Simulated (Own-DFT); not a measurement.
# Shaking the atoms of zincblende GaP, 64 atoms (Ga32P32)

These are calculations, not measurements. They come from Own-DFT, an in-house plane-wave density functional program, since retired, whose code no person has reviewed. Each row is one single-point run on a periodic cell that was not relaxed, without spin or spin-orbit coupling.

Settings of every run: PBE; PseudoDojo norm-conserving scalar-relativistic files; cutoff 42 hartree; 3 x 3 x 3 k mesh centred on Gamma; Fermi-Dirac smearing of 0.1 eV.

Known limits, some of them of some rows only: some atoms lie very close together; forces on such cells passed a denser k mesh, each cell not checked; stress not checked against mesh or cutoff.

Cell vectors in Å: (10.901, 0.000, 0.000); (0.000, 10.901, 0.000); (0.000, 0.000, 10.901). In each run every atom was moved at random and independently from its ideal site; u is the rms move along one axis. E is the free energy for each atom above the fitted value at u = 0, and F the rms of the force components.

| run | u (Å) | E (meV/atom) | F (eV/Å) | largest force (eV/Å) | P (GPa) |
|---|---|---|---|---|---|
| 1 | 0.0183 | 6.4 | 0.256 | 0.76 | 2.70 |
| 2 | 0.0205 | 7.4 | 0.280 | 1.23 | 2.72 |
| 3 | 0.0476 | 42.5 | 0.707 | 2.73 | 3.22 |
| 4 | 0.0499 | ? | ? | ? | ? |
| 5 | 0.1015 | 205.8 | 1.848 | 10.77 | 5.64 |
| 6 | 0.1040 | 181.4 | 1.514 | 5.96 | 5.17 |
| 7 | 0.1440 | 387.9 | 2.481 | 11.14 | 8.21 |
| 8 | 0.1930 | 626.7 | 3.745 | 18.01 | 11.50 |

## Worked fit

For small independent moves the energy grows as E = (3/2) K u², with K the mean stiffness felt by one atom. The runs with u up to 0.11 Å give K = 12.3 ± 0.6 eV/Å², with residuals divided by u² + 0.0006 Å², since the noise grows with the moves. The scatter is 4.0 meV/atom at u = 0.05 Å. The forces follow F = G u with G = 15.1 eV/Å²; no force at u = 0 is resolved. G exceeds K because the moves of its neighbours add to the force on an atom, and stiffness differs between atoms. At u = 0.193 Å the parabola gives 688 meV/atom and the run 627. The pressure follows P = 2.62 + 263 u² GPa: at fixed volume, shortened bonds push harder than stretched ones pull.

## Withheld run

Question: what energy and rms force should run 4 give?

The fit gives 46 ± 5 meV/atom and about 0.75 eV/Å. The calculation gave 43.0 meV/atom and 0.698 eV/Å.
